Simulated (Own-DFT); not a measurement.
# Which defects push the lattice out? zincblende GaAs

Everything here is calculated. The program is Own-DFT (plane waves, in-house, since retired, never reviewed by a person); positions were held fixed, and spin and spin-orbit coupling were off.

Settings: PBE; PseudoDojo norm-conserving scalar-relativistic files; cutoff 42 hartree; 3 x 3 x 3 k mesh centred on Gamma; Fermi-Dirac smearing of 0.1 eV.

Caveats (not all hold for every row): not probed for a lower state with spin; forces on such cells failed a check on a denser k mesh; forces not confirmed at this smearing and k mesh; forces on such cells passed a denser k mesh, each cell not checked; stress not checked against mesh or cutoff.

All runs share one cell, with vectors in Å (11.307, 0.000, 0.000); (0.000, 11.307, 0.000); (0.000, 0.000, 11.307) and a volume of 1445.4 Å³. u is the rms random offset of the atoms per axis. The defect's site can differ from row to row.

```
cell,formula,u (Å),P (GPa)
no defect,As32Ga32,0.0205,3.52
no defect,As32Ga32,0.0212,3.53
no defect,As32Ga32,0.0478,3.86
one As on a Ga site,As33Ga31,0.0258,4.25
one As on a Ga site,As33Ga31,0.0500,4.60
one As on a Ga site,As33Ga31,0.0522,4.69
two As on a Ga site each,As34Ga30,0.0287,4.74
two As on a Ga site each,As34Ga30,0.0304,4.76
two As on a Ga site each,As34Ga30,0.0307,?
two As on a Ga site each,As34Ga30,0.0311,4.82
two As vacancies,As30Ga32,0.0303,3.20
two As vacancies,As30Ga32,0.0318,3.27
two As vacancies,As30Ga32,0.0433,3.35
one Al on a Ga site,AlAs32Ga31,0.0485,3.94
one Al on a Ga site,AlAs32Ga31,0.0486,3.91
one Al on a Ga site,AlAs32Ga31,0.0532,4.13
```

## What the rows give

P = P0 + c u² + a shift for each defect gives P0 = 3.43 GPa, c = 194 ± 18 GPa/Å² and a scatter of 0.04 GPa. The shifts, and each times the cell's volume:

- two As on a Ga site each: 1.17 ± 0.03 GPa, 10.5 eV (5.3 eV for each of its 2 sites)
- one As on a Ga site: 0.70 ± 0.04 GPa, 6.3 eV
- one Al on a Ga site: 0.07 ± 0.04 GPa, 0.6 eV (not resolved)
- two As vacancies: -0.41 ± 0.03 GPa, -3.7 eV (-1.8 eV for each of its 2 sites)

Positive is outwards. The product with the volume (160.2 GPa Å³ to the eV) is nearly free of the cell's size; divided by the bulk modulus at the cell's pressure it gives the volume that the defect adds. The atoms around the defects weren't relaxed, which would change these numbers.

## Test on the hidden row

Q: what pressure belongs in the blank (two As on a Ga site each, u = 0.0307 Å)?

The fitted form gives 4.78 ± 0.05 GPa. The calculation gave 4.80 GPa.
